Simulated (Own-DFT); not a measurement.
Simulation results for SiC (4H silicon carbide, strained, atoms displaced)

Computed with Own-DFT development build. A calculation, not a measurement: plane-wave PBE density functional theory by an unreviewed code, no spin, of a simulated periodic cell, stress positive in tension, free energy of the whole cell less one offset for each atom, forces on such cells passed a denser k mesh, this cell's mesh not checked; offsets are fitted by least squares, one for each functional and potential file, so energies compare only between cells with the same atoms and settings and are not formation energies; the far tail of each file's local potential was reset to the Coulomb form; each entry is a single point on an unrelaxed cell, so the pressure reflects the starting lattice, mostly measured values (interpolated for alloys), from which strain is counted, and rises with the displacements; printed positions are rounded, which can move forces by about a meV/angstrom; the program, named Own-DFT, is a retired in-house code; no spin-orbit coupling.

## SiC (4H silicon carbide, strained, atoms displaced)

```
CELL_PARAMETERS angstrom
6.28820 -0.11670 -0.12170
-3.24510 5.30770 0.14260
-0.19870 0.15420 10.21540
ATOMIC_POSITIONS crystal
Si 0.00545 0.99939 0.41239
Si 0.16019 0.33222 0.15468
C 0.98767 0.99906 0.09829
C 0.17412 0.32461 0.34491
Si 0.99584 0.50152 0.41498
Si 0.17577 0.84302 0.15506
C 0.00110 0.49878 0.09567
C 0.17046 0.83730 0.35116
Si 0.50066 0.00061 0.40849
Si 0.67510 0.33231 0.15087
C 0.49018 0.00318 0.09219
C 0.66126 0.33575 0.34834
Si 0.49469 0.49802 0.41296
Si 0.66490 0.82854 0.15458
C 0.49130 0.49871 0.08834
C 0.67247 0.82804 0.33849
Si 0.99611 0.00457 0.90390
Si 0.82648 0.66283 0.66033
C 0.98771 0.00292 0.60408
C 0.82776 0.64448 0.84812
Si 0.01076 0.49615 0.89990
Si 0.82470 0.17923 0.65257
C 0.99457 0.49529 0.59035
C 0.84500 0.17241 0.84559
Si 0.50586 0.00344 0.90327
Si 0.32365 0.65758 0.65268
C 0.50618 0.00239 0.58435
C 0.34333 0.66536 0.84314
Si 0.49022 0.50761 0.90952
Si 0.33001 0.16164 0.65036
C 0.48062 0.47400 0.59557
C 0.33629 0.16323 0.84936
```

* functional: PBE
* potential files: PseudoDojo norm-conserving, scalar-relativistic, standard set
* wave cutoff: 42 hartree
* occupations: Fermi-Dirac
* smearing width: 0.1 eV
* hardware: one NVIDIA H100
* k mesh: 5 x 5 x 3 centred on Gamma
* free energy of cell above offsets: -2.162 eV
* pressure: 2.1 GPa
* stress xx: 3.96 GPa
* stress yy: -12.54 GPa
* stress zz: 2.27 GPa
* stress yz: 6.12 GPa
* stress xz: -7.1 GPa
* stress xy: -8.69 GPa
* wall time: 116.6 s

Force:
```tsv
element	x (eV/Å)	y (eV/Å)	z (eV/Å)
Si	-0.634	-0.741	-0.526
Si	0.709	0.056	1.101
C	1.507	-0.016	-1.601
C	-1.994	1.224	0.055
Si	0.598	-0.664	-3.206
Si	-1.865	-1.077	1.066
C	0.428	0.831	-1.006
C	-0.289	-0.313	-0.833
Si	1.022	-0.233	-2.22
Si	-1.854	0.714	1.376
C	2.303	-0.342	-0.571
C	0.597	0.357	-0.809
Si	1.003	-0.056	-1.637
Si	-1.174	-0.127	0.453
C	0.604	-0.108	1.161
C	-1.049	0.688	1.726
Si	1.982	-1.745	0.839
Si	-0.372	-0.401	0.255
C	0.366	-0.449	-1.522
C	-0.745	1.748	-0.505
Si	-1.173	1.083	2.119
Si	1.885	-2.432	1.591
C	-0.736	2.186	1.534
C	-1.379	-0.921	-1.438
Si	-0.52	0.257	0.888
Si	1.394	0.461	0.436
C	-1.422	-1.008	2.494
C	-1.752	1.172	-1.342
Si	3.246	-2.124	-0.519
Si	-0.089	-2.617	2.554
C	0.122	4.368	-0.542
C	-0.718	0.228	-1.372
```
